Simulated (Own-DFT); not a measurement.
Simulation results for Al16O23 (corundum with two vacancies, atoms displaced)

All values are calculated (Own-DFT development build). A calculation, not a measurement: plane-wave PBE density functional theory by an unreviewed code, no spin, of a simulated periodic cell, stress positive in tension, free energy of the whole cell less one offset for each atom, defect cell not probed for a lower state with spin; oxygen file: force components 24 meV/angstrom off all-electron in one glass; forces on such cells passed a denser k mesh, this cell's mesh not checked; offsets are fitted by least squares, one for each functional and potential file, so energies compare only between cells with the same atoms and settings and are not formation energies; the far tail of each file's local potential was reset to the Coulomb form; each entry is a single point on an unrelaxed cell, so the pressure reflects the starting lattice, mostly measured values, from which strain is counted, and rises with the displacements; printed positions are rounded, which can move forces by about a meV/angstrom; the program is a retired in-house code; no spin-orbit coupling; before rounding, a Quantum ESPRESSO 7.3.1 run of the same cell and cutoff gave forces within 1 meV/angstrom rms on each cell, which checks the program and not the settings.

Settings shared by all entries: functional PBE; potential files PseudoDojo norm-conserving, scalar-relativistic, standard set; wave cutoff 72 hartree; occupations Fermi-Dirac; smearing width 0.1 eV; k mesh 3 x 3 x 3 centred on Gamma.

(1) Al16O23 (corundum with two vacancies, atoms displaced)

```
cell vectors (Å)
   5.4940     0.0000     8.6604
  -2.7470     4.7579     8.6604
  -2.7470    -4.7579     8.6604
atoms (fractions of the cell vectors)
Al  0.17417  0.17414  0.17133
Al  0.31776  0.32460  0.35075
Al  0.43091  0.41465  0.42077
Al  0.07373  0.07594  0.07079
O   0.27106  0.46669  0.12364
O   0.47541  0.11778  0.28145
O   0.11710  0.28828  0.47622
O   0.23222  0.02751  0.37432
O   0.03211  0.36504  0.23690
O   0.38830  0.20136  0.02143
Al  0.16499  0.18010  0.65680
Al  0.31785  0.33037  0.82145
Al  0.42197  0.43723  0.93470
Al  0.07623  0.06773  0.56612
O   0.27689  0.46051  0.64967
O   0.46452  0.12801  0.77857
O   0.13192  0.27085  0.96191
O   0.21077  0.03013  0.87626
O   0.01148  0.39524  0.73083
O   0.36365  0.21572  0.54076
Al  0.17995  0.67227  0.18399
Al  0.32463  0.82313  0.32558
Al  0.42017  0.90193  0.44160
Al  0.06372  0.58613  0.07586
O   0.46490  0.63585  0.27742
O   0.10990  0.78772  0.47263
O   0.21871  0.52243  0.39147
O   0.02709  0.87734  0.20913
O   0.37393  0.72239  0.03501
Al  0.15498  0.67637  0.67734
Al  0.32106  0.84073  0.80121
Al  0.43143  0.91450  0.93100
Al  0.07159  0.56186  0.57752
O   0.27320  0.97191  0.62583
O   0.48763  0.61463  0.77327
O   0.12895  0.78175  0.96286
O   0.22937  0.52268  0.86809
O   0.03011  0.86729  0.72231
O   0.38103  0.71949  0.53008
Al  0.67304  0.17300  0.16999
Al  0.82040  0.32410  0.32038
Al  0.92406  0.41447  0.43000
Al  0.57751  0.07840  0.07184
O   0.76538  0.48309  0.11247
O   0.61467  0.28192  0.47273
O   0.71500  0.02040  0.38000
O   0.52498  0.37369  0.22465
O   0.87381  0.22693  0.03279
Al  0.67878  0.17728  0.66289
Al  0.83979  0.32562  0.81523
Al  0.92466  0.44189  0.92032
Al  0.57525  0.07812  0.58082
O   0.77541  0.47251  0.62790
O   0.96975  0.09829  0.78086
O   0.64774  0.27402  0.95491
O   0.71924  0.02836  0.89315
O   0.53409  0.38123  0.72063
O   0.86570  0.23407  0.52361
Al  0.65693  0.67895  0.18522
Al  0.82577  0.83233  0.31988
Al  0.92686  0.92341  0.42535
Al  0.58503  0.56528  0.08429
O   0.78338  0.97503  0.10807
O   0.96251  0.63655  0.28096
O   0.60379  0.77321  0.49346
O   0.73014  0.53860  0.36773
O   0.52172  0.87048  0.23532
O   0.89204  0.70085  0.01753
Al  0.66244  0.68661  0.67974
Al  0.82727  0.83166  0.82798
Al  0.92905  0.90991  0.93603
Al  0.57296  0.56923  0.57043
O   0.77407  0.97086  0.63953
O   0.98120  0.62014  0.77921
O   0.61073  0.76713  0.98622
O   0.75407  0.52790  0.85403
O   0.52228  0.88779  0.72336
O   0.85839  0.70782  0.53686
```

It finds free energy of cell above offsets -40.945 eV; pressure 13.36 GPa; stress xx -12.91 GPa; stress yy -13.17 GPa; stress zz -13.99 GPa; stress yz 1.04 GPa; stress xz -1.77 GPa; stress xy -0.09 GPa.

Force:
```tsv
element	x (eV/Å)	y (eV/Å)	z (eV/Å)
Al	1.048	-0.093	0.643
Al	2.739	1.772	-4.664
Al	-2.525	0.121	2.706
Al	0.381	0.42	-0.218
O	-1.678	-1.498	2.997
O	-0.597	0.75	0.638
O	0.446	0.263	-0.938
O	-1.303	0.152	-1.276
O	0.47	1.492	-1.422
O	-1.94	0.324	0.356
Al	-1.126	-4.577	3.327
Al	1.608	-4.496	3.425
Al	2.855	0.59	-2.437
Al	-1.51	-1.221	-0.16
O	0.965	7.158	-4.734
O	1.079	-0.027	0.34
O	-1.912	-0.555	0.92
O	0.773	0.658	-0.534
O	5.209	-2.489	-3.207
O	0.895	0.975	1.001
Al	0.251	1.537	-1.41
Al	-1.614	1.479	-0.236
Al	0.475	3.388	2.576
Al	3.323	-2.036	0.706
O	0.527	-3.141	-1.512
O	2.244	-1.408	0.629
O	1.413	1.581	-0.826
O	-0.815	-1.017	1.414
O	0.433	-0.951	-0.654
Al	3.288	-0.776	2.932
Al	-0.361	-4.227	2.029
Al	-2.384	1.335	-0.588
Al	-2.471	1.46	1.648
O	0.237	2.691	-1.597
O	-3.509	0.148	1.5
O	0.452	-1.321	-0.196
O	-1.916	-0.52	1.455
O	-0.247	1.084	-0.016
O	-2.194	-1.187	-3.659
Al	0.52	0.438	0.748
Al	1.307	0.274	0.158
Al	-2.093	1.77	2.004
Al	-1.716	-0.932	-0.325
O	1.825	-3.759	4.321
O	1.313	0.025	0.605
O	-0.162	0.523	1.383
O	-0.43	-0.144	0.114
O	-0.154	-0.648	-0.614
Al	-2.945	-1.495	3.101
Al	-1.849	-0.277	-1.218
Al	1.175	-2.106	-0.915
Al	-0.41	-0.817	-2.212
O	2.108	-0.036	-0.856
O	0.057	4.135	3.004
O	-3.052	-0.786	0.317
O	3.199	1.114	-4.269
O	0.994	-1.533	-2.457
O	1.189	-1.777	-0.75
Al	1.534	0.788	1.804
Al	-1.003	-1.145	-1.75
Al	-1.393	1.407	-0.456
Al	-1.96	2.828	-4.843
O	-1.581	-3.156	2.374
O	2.011	-0.462	-0.909
O	1.967	1.923	1.135
O	-0.139	0.101	-2.445
O	1.39	1.077	-0.375
O	-3.469	0.735	-0.391
Al	0.879	-1.602	-0.889
Al	-0.797	-1.107	-1.214
Al	0.193	1.59	-0.143
Al	0.559	-0.797	2.333
O	0.705	1.238	-1.249
O	-2.255	1.351	-0.54
O	2.043	1.95	2.986
O	-5.75	-0.357	-0.733
O	0.582	-0.923	-1.144
O	2.598	2.754	3.352
```

(2) Al16O23 (corundum with two vacancies, atoms displaced)

```
cell vectors (Å)
   5.4940     0.0000     8.6604
  -2.7470     4.7579     8.6604
  -2.7470    -4.7579     8.6604
atoms (fractions of the cell vectors)
Al  0.18110  0.18850  0.16227
Al  0.32568  0.34584  0.29775
Al  0.41274  0.43836  0.42672
Al  0.05505  0.07799  0.08707
O   0.26629  0.48129  0.12380
O   0.47583  0.11272  0.28499
O   0.13196  0.27053  0.47446
O   0.21171  0.03061  0.38339
O   0.03153  0.38304  0.22341
O   0.37046  0.22556  0.03626
Al  0.18368  0.19310  0.66232
Al  0.32462  0.32556  0.82969
Al  0.41980  0.42962  0.92141
Al  0.06860  0.07009  0.58775
O   0.29469  0.44641  0.63355
O   0.46794  0.13075  0.77750
O   0.12232  0.28744  0.96198
O   0.23251  0.03049  0.84679
O   0.01733  0.37869  0.72550
O   0.37172  0.21706  0.52943
Al  0.18739  0.68002  0.17936
Al  0.32319  0.85587  0.31122
Al  0.40744  0.92476  0.44421
Al  0.07488  0.57967  0.07611
O   0.26823  0.96547  0.12210
O   0.47503  0.61606  0.28300
O   0.10900  0.76106  0.49735
O   0.22751  0.51161  0.36394
O   0.02430  0.87296  0.21799
O   0.36756  0.72664  0.02676
Al  0.16908  0.67329  0.66437
Al  0.33286  0.82999  0.81130
Al  0.42672  0.93442  0.92437
Al  0.07492  0.56823  0.56289
O   0.29065  0.98042  0.61762
O   0.48725  0.61601  0.77253
O   0.13969  0.76731  0.95991
O   0.02947  0.85612  0.72644
O   0.35618  0.71560  0.54495
Al  0.69274  0.16222  0.17571
Al  0.82220  0.33075  0.32585
Al  0.91988  0.43272  0.42469
Al  0.56904  0.06402  0.07712
O   0.76843  0.47553  0.12580
O   0.95743  0.15080  0.26472
O   0.62820  0.26658  0.47556
O   0.72350  0.02367  0.38311
O   0.53007  0.37259  0.21092
O   0.87813  0.21307  0.02662
Al  0.67995  0.16714  0.67171
Al  0.83023  0.32185  0.80606
Al  0.92929  0.43002  0.92932
Al  0.57044  0.06776  0.57516
O   0.77626  0.46236  0.63170
O   0.98881  0.10425  0.78385
O   0.63376  0.26925  0.96910
O   0.71480  0.03065  0.86702
O   0.87521  0.21754  0.52253
Al  0.67525  0.66938  0.17653
Al  0.84053  0.83149  0.31194
Al  0.91934  0.92617  0.44509
Al  0.57282  0.57129  0.08294
O   0.76275  0.97514  0.13557
O   0.96852  0.63499  0.27325
O   0.63529  0.76742  0.47786
O   0.73139  0.51698  0.37780
O   0.53749  0.87299  0.21663
O   0.87692  0.73640  0.00605
Al  0.66979  0.67311  0.68310
Al  0.82728  0.81491  0.81199
Al  0.92998  0.91146  0.92377
Al  0.57059  0.57557  0.57399
O   0.76500  0.97592  0.62999
O   0.95884  0.63109  0.78120
O   0.62331  0.77127  0.97876
O   0.71678  0.54978  0.87271
O   0.52941  0.88699  0.72108
O   0.88389  0.71886  0.52045
```

Results for Al16O23 (corundum with two vacancies, atoms displaced): free energy of cell above offsets -43.421 eV; pressure 12.38 GPa; stress xx -13.16 GPa; stress yy -13.03 GPa; stress zz -10.94 GPa; stress yz 0.5 GPa; stress xz 0.48 GPa; stress xy -0.32 GPa.

Force:
```tsv
element	x (eV/Å)	y (eV/Å)	z (eV/Å)
Al	-3.146	-0.452	-0.357
Al	3.085	-5.321	-1.946
Al	3.271	-2.948	-0.521
Al	2.354	1.002	-0.394
O	1.803	0.7	-0.225
O	-1.175	1.07	-0.396
O	-1.553	1.366	-0.751
O	0.953	0.826	-1.218
O	0.322	-0.414	-1.554
O	0.914	-0.648	-0.773
Al	-0.926	-2.001	-1.969
Al	0.834	0.903	0.533
Al	0.934	0.16	0.55
Al	-0.112	0.545	0.225
O	-2.388	2.95	-1.254
O	-0.425	-0.838	0.432
O	0.837	-1.687	1.076
O	-2.254	-2.389	3.082
O	0.887	0.664	0.256
O	2.23	2.599	2.361
Al	-0.759	1.677	-3.399
Al	1.301	-2.668	-2.082
Al	3.103	1.414	1.836
Al	0.365	1.097	-0.762
O	-1.178	-0.262	2.42
O	-1.681	1.232	0.81
O	1.974	4.258	-0.97
O	-3.187	0.096	4.497
O	0.897	1.093	2.634
O	1.763	0.154	1.571
Al	-0.319	-3.913	2.272
Al	-1.189	-0.876	-0.014
Al	0.731	0.26	-1.874
Al	-1.256	-1.277	-0.252
O	-0.6	-1.231	-1.837
O	-2.402	0.221	0.325
O	-1.198	0.747	0.137
O	-0.291	2.944	1.178
O	2.374	2.7	1.464
Al	-2.798	0.951	-1.544
Al	-0.529	-0.628	-1.016
Al	1.364	-0.659	1.191
Al	0.894	2.171	3.241
O	1.222	-1.051	1.363
O	2.321	-2.57	-0.352
O	-0.635	1.728	-0.062
O	1.232	0.667	-0.288
O	-0.273	-0.108	0.88
O	-0.31	1.28	0.598
Al	-1.906	1.287	0.733
Al	-0.689	-3.681	1.106
Al	-1.344	0.892	-2.196
Al	-1.332	2.929	0.934
O	0.924	2.07	-0.774
O	-1.649	1.05	-0.955
O	-0.916	0.963	-0.549
O	0.128	-1.241	1.14
O	0.647	-0.85	1.17
Al	0.639	1.047	1.027
Al	-2.762	-2.171	-2.402
Al	0.027	1.114	-1.595
Al	0.447	1.4	-1.904
O	3.101	-0.175	-0.635
O	0.462	-0.734	-0.455
O	-1.085	0.711	-1.251
O	-1.818	1.885	-0.467
O	-1.615	-2.378	-2.004
O	-0.984	-4.235	-0.458
Al	1.149	1.185	0.849
Al	-3.446	0.015	2.509
Al	-0.692	1.068	1.7
Al	0.058	-1.347	-0.306
O	1.675	-0.839	-0.02
O	3.338	-1.803	-1.545
O	-0.936	1.018	0.376
O	0.875	-1.367	-0.82
O	1.259	-3.086	-2.099
O	-0.933	-0.262	-0.232
```

(3) Al16O23 (corundum with two vacancies, atoms displaced)

```
cell vectors (Å)
   5.4940     0.0000     8.6604
  -2.7470     4.7579     8.6604
  -2.7470    -4.7579     8.6604
atoms (fractions of the cell vectors)
Al  0.17650  0.19405  0.16757
Al  0.31162  0.34973  0.33435
Al  0.42075  0.42725  0.43744
Al  0.09629  0.06754  0.05777
O   0.28885  0.47191  0.12869
O   0.46210  0.13565  0.28338
O   0.12769  0.27620  0.47236
O   0.21028  0.02225  0.37959
O   0.02540  0.38603  0.21617
O   0.37191  0.21295  0.02934
Al  0.18897  0.15876  0.68897
Al  0.32584  0.32719  0.82237
Al  0.43082  0.43443  0.93391
Al  0.05610  0.08343  0.57930
O   0.28956  0.47854  0.61156
O   0.47777  0.12442  0.77004
O   0.13862  0.27565  0.97203
O   0.22020  0.03261  0.87677
O   0.01419  0.39018  0.73023
O   0.38899  0.20733  0.53380
Al  0.16645  0.67330  0.19243
Al  0.32426  0.83632  0.30955
Al  0.41753  0.93972  0.42670
Al  0.06369  0.58964  0.07734
O   0.27009  0.97635  0.11170
O   0.47810  0.63455  0.27774
O   0.12627  0.78274  0.46172
O   0.21711  0.52732  0.38579
O   0.02738  0.87606  0.22472
O   0.37501  0.72433  0.03111
Al  0.18128  0.67419  0.66366
Al  0.32205  0.81262  0.82922
Al  0.43494  0.92303  0.90182
Al  0.08478  0.57488  0.56156
O   0.27124  0.97659  0.63142
O   0.44802  0.62742  0.79797
O   0.10973  0.79540  0.96003
O   0.22995  0.51856  0.86294
O   0.03627  0.87335  0.70618
O   0.36697  0.71304  0.52996
Al  0.68727  0.16934  0.17611
Al  0.84169  0.32433  0.31817
Al  0.92855  0.42635  0.41979
Al  0.57045  0.08313  0.05857
O   0.78123  0.46668  0.12504
O   0.97279  0.12399  0.28121
O   0.73258  0.02907  0.37027
O   0.52112  0.38063  0.22030
O   0.89541  0.21396  0.02688
Al  0.67767  0.18528  0.66938
Al  0.84112  0.31124  0.83088
Al  0.91881  0.42164  0.93357
Al  0.56347  0.08573  0.58339
O   0.78865  0.47513  0.60075
O   0.96099  0.12485  0.79006
O   0.63221  0.27831  0.95987
O   0.72064  0.03386  0.86297
O   0.54114  0.37307  0.71663
O   0.87820  0.22124  0.52078
Al  0.66607  0.67148  0.17912
Al  0.82837  0.82724  0.32900
Al  0.92569  0.93045  0.42672
Al  0.58008  0.58773  0.06239
O   0.76564  0.98976  0.12107
O   0.96549  0.63161  0.29154
O   0.63862  0.76221  0.48292
O   0.72705  0.51917  0.37020
O   0.53388  0.87961  0.22707
O   0.87037  0.74219  0.01708
Al  0.66494  0.67991  0.68455
Al  0.82036  0.82653  0.81230
Al  0.91189  0.94403  0.93501
Al  0.57229  0.54943  0.58252
O   0.97322  0.62973  0.76443
O   0.64077  0.77418  0.96721
O   0.72281  0.52948  0.88113
O   0.54568  0.86039  0.73180
O   0.86026  0.73834  0.53165
```

The calculation gives: free energy of cell above offsets -42.906 eV; pressure 12.9 GPa; stress xx -14.38 GPa; stress yy -11.94 GPa; stress zz -12.39 GPa; stress yz -0.26 GPa; stress xz 2.38 GPa; stress xy 0.08 GPa.

Force:
```tsv
element	x (eV/Å)	y (eV/Å)	z (eV/Å)
Al	-0.376	-2.59	-1.778
Al	4.252	-2.806	-3.673
Al	4.989	1.451	0.667
Al	-4.582	-2.154	2.187
O	-2.563	1.01	-0.807
O	0.19	0.375	0.111
O	-0.721	0.182	0.394
O	0.368	1.509	1.545
O	0.727	0.374	1.192
O	1.403	1.528	1.914
Al	-0.806	3.568	-1.815
Al	0.572	-0.071	-0.016
Al	0.097	-1.775	-2.306
Al	2.672	-1.488	-0.164
O	-2.038	-2.157	-0.194
O	-1.939	-0.852	0.732
O	-1.756	0.921	-1.965
O	3.367	0.224	-1.736
O	3.252	-0.545	-1.432
O	-3.841	1.742	-1.794
Al	0.64	2.11	0.509
Al	-0.982	-0.366	0.5
Al	1.299	-0.43	-0.572
Al	0.576	1.676	-1.608
O	2.728	-1.698	2.317
O	-0.647	-0.488	-2.816
O	0.853	-0.446	-0.665
O	1.538	1.348	-0.571
O	1.042	0.415	-0.785
O	-0.556	0.144	-0.919
Al	-2.638	-0.259	0.393
Al	-2.662	1.077	0.167
Al	-2.366	-2.317	4.015
Al	-5.728	-1.206	1.881
O	0.815	-0.778	0.332
O	3.476	1.347	0.197
O	1.584	-2.225	1.818
O	-1.602	-0.415	2.448
O	-1.329	0.249	0.628
O	2.571	1.06	2.899
Al	-2.424	0.271	0.094
Al	-1.597	-0.706	-2.886
Al	-0.148	0.031	0.734
Al	-0.053	-1.812	1.009
O	-0.423	0.06	0.44
O	0.203	1.332	0.637
O	-1.571	0.32	-0.167
O	0.338	0.352	1.351
O	-1.526	0.22	-1.539
Al	1.422	-0.442	-1.929
Al	-2.015	2.506	-0.883
Al	1.555	1.395	2.096
Al	5.614	0.503	1.222
O	-2.441	-3.512	1.944
O	2.003	1.618	0.297
O	-0.44	0.144	0.908
O	-0.405	-0.19	0.883
O	-1.41	-4.207	-1.896
O	-0.583	0.417	0.561
Al	1.514	1.227	3.48
Al	-2.111	-0.231	-0.555
Al	-1.319	-0.347	0.729
Al	-0.872	-2.551	-0.627
O	0.68	-1.614	0.726
O	2.571	0.586	-1.364
O	-2.865	1.636	-1.491
O	-0.662	0.4	0.532
O	-0.187	0.213	-1.489
O	0.117	-2.162	-0.05
Al	3.788	-0.015	-1.189
Al	2.099	1.726	1.883
Al	0.894	-1.07	-3.511
Al	0.418	6.811	2.597
O	0.171	-1.133	0.428
O	-2.662	-0.361	-1.789
O	0.114	0.36	-1.971
O	-1.767	2.236	-1.019
O	2.104	-1.255	0.57
```
